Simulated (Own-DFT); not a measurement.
# Device materials side by side: how hard are they to compress?

Calculated, not measured: single-point runs of Own-DFT, a retired in-house plane-wave DFT program that no person has reviewed, on unrelaxed cells, without spin or spin-orbit coupling.

Caveats (not all hold for every row): forces on such cells moved up to 12 meV/angstrom on a denser k mesh; forces not confirmed at this smearing and k mesh; k mesh not checked against a denser one; forces on such cells passed a denser k mesh, each cell not checked; stress not checked against mesh or cutoff.

All runs are PBE with PseudoDojo norm-conserving files; cutoff and k mesh are each material's own. Every cell starts from measured lattice constants and was given uniform random strains and small random moves of its atoms. Each triple is the change of volume in per cent, the rms move u in Å and the pressure in GPa.

- 4H SiC (C36Si36), 10.36 Å³/atom unstrained: (-3.15, 0.052, 13.16); (-2.18, 0.045, 10.04); (-2.16, 0.054, 11.17); (-0.80, 0.048, 7.20); (-0.12, 0.052, 5.87); (-0.08, 0.052, 5.98); (1.05, 0.046, 2.91)
- wurtzite AlN (Al64N64), 10.45 Å³/atom unstrained: (-3.27, 0.045, 12.91); (-1.91, 0.053, 10.14); (-1.64, 0.051, 9.53); (-1.26, 0.052, 8.82); (-0.66, 0.051, 7.67); (-0.47, 0.048, 6.36); (3.88, 0.048, -2.13)
- wurtzite GaN (Ga36N36), 11.42 Å³/atom unstrained: withheld
- diamond silicon (Si64), 20.02 Å³/atom unstrained: (-3.35, 0.048, 6.32); (-2.33, 0.051, 5.10); (-1.74, 0.046, 4.26); (-0.78, 0.048, 3.40); (1.27, 0.050, 1.68); (2.06, 0.052, 1.04); (3.95, 0.045, -0.97)
- zincblende GaAs (As32Ga32), 22.58 Å³/atom unstrained: (-3.27, 0.052, 7.02); (-0.58, 0.052, 4.48); (-0.45, 0.049, 4.41); (0.01, 0.051, 4.20); (0.56, 0.050, 3.70); (1.66, 0.051, 2.89); (3.94, 0.051, 1.35)
- zincblende InP (In32P32), 25.27 Å³/atom unstrained: (-3.68, 0.048, 6.77); (-3.40, 0.047, 6.49); (-1.79, 0.052, 5.02); (-0.58, 0.047, 3.95); (-0.04, 0.052, 3.77); (1.64, 0.052, 2.46); (2.19, 0.048, 2.06)

## Fit

Fit a line to each set against the fractional change of volume; B is minus its slope, and u is nearly the same within a set. To take it to zero pressure, assume that B rises by 4 GPa for each GPa: B0 = B - 4 x (mean pressure). The bond length of an ideal tetrahedral crystal with the unstrained volume v is d = (√3/4)(8 v)^(1/3). Cohen's empirical rule reads B0 = (1971 - 220 L) d^(-3.5) GPa, with L = 0 for group IV crystals and SiC and 1 for III-V compounds.

```
                  material  L  d (Å)   B (GPa)  mean P (GPa)  B0 (GPa)  rule (GPa)
          4H SiC (C36Si36)  0  1.888  239 ± 11           8.0  207 ± 11         213
    wurtzite AlN (Al64N64)  1  1.893   212 ± 6           7.6   181 ± 6         188
    wurtzite GaN (Ga36N36)  1  1.950         ?             ?         ?         169
    diamond silicon (Si64)  0  2.352    96 ± 3           3.0    84 ± 3          99
zincblende GaAs (As32Ga32)  1  2.448    78 ± 3           4.0    62 ± 3          76
  zincblende InP (In32P32)  1  2.541    80 ± 2           4.4    62 ± 2          67
```

A line through ln[B0/(1971 - 220 L)] against ln d has a slope of -3.9 ± 0.2 and a scatter of 7 %. Against the rule, B0 stands at 97 % for 4H SiC, 97 % for wurtzite AlN, 85 % for diamond silicon, 81 % for zincblende GaAs, 93 % for zincblende InP. PBE tends to make silicon and heavier crystals too soft, and the rule itself is only a guide.

## Test on the hidden row

Question: what B0 does the fitted trend give for wurtzite GaN (Ga36N36)?

Estimate: 160 GPa. Its own runs give B = 200 ± 7 GPa at a mean pressure of 7.8 GPa, so B0 = 169 GPa.
